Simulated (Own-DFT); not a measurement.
# Shaking the atoms of a stack of Si and Ge or SiGe layers, 96 atoms (Ge48Si48)

These are calculations, not measurements. They come from Own-DFT, an in-house plane-wave density functional program, since retired, whose code no person has reviewed. Each row is one single-point run on a periodic cell that was not relaxed, without spin or spin-orbit coupling.

Settings of every run: PBE; PseudoDojo norm-conserving scalar-relativistic files; cutoff 42 hartree; 3 x 3 x 2 k mesh centred on Gamma; Fermi-Dirac smearing of 0.1 eV.

Known limits: forces on such cells moved up to 12 meV/angstrom on a denser k mesh; stress not checked against mesh or cutoff.

Cell vectors in Å: (10.862, 0.000, 0.000); (0.000, 10.862, 0.000); (0.000, 0.000, 16.293). In each run every atom was moved at random and independently from its ideal site; u is the rms move along one axis. The random placing of the alloy's atoms differs from row to row. E is the free energy for each atom above the fitted value at u = 0, and F the rms of the force components.

| run | u (Å) | E (meV/atom) | F (eV/Å) | largest force (eV/Å) | P (GPa) |
|---|---|---|---|---|---|
| 1 | 0.0277 | 17.8 | 0.593 | 2.52 | 9.15 |
| 2 | 0.0285 | 17.9 | 0.587 | 1.94 | 9.17 |
| 3 | 0.0314 | 21.6 | 0.610 | 3.14 | 9.19 |
| 4 | 0.0584 | 68.0 | 1.064 | 3.35 | 9.77 |
| 5 | 0.0593 | ? | ? | ? | ? |
| 6 | 0.0618 | 92.3 | 1.354 | 7.17 | 10.12 |
| 7 | 0.1013 | 211.2 | 1.928 | 8.74 | 11.61 |
| 8 | 0.1018 | 239.9 | 2.119 | 12.60 | 11.96 |
| 9 | 0.1050 | 259.4 | 2.249 | 9.25 | 12.22 |

## Worked fit

For small independent moves the energy grows as E = (3/2) K u², with K the mean stiffness felt by one atom. The runs with u up to 0.11 Å give K = 14.9 ± 0.5 eV/Å², with residuals divided by u² + 0.0006 Å², since the noise grows with the moves. The scatter is 4.3 meV/atom at u = 0.05 Å. The forces follow F = G u with G = 20.4 eV/Å²; no force at u = 0 is resolved. G exceeds K because the moves of its neighbours add to the force on an atom, and stiffness differs between atoms. The pressure follows P = 8.91 + 286 u² GPa: at fixed volume, shortened bonds push harder than stretched ones pull.

## Withheld run

Question: what energy and rms force should run 5 give?

The fit gives 79 ± 6 meV/atom and about 1.21 eV/Å. The calculation gave 74.4 meV/atom and 1.094 eV/Å.
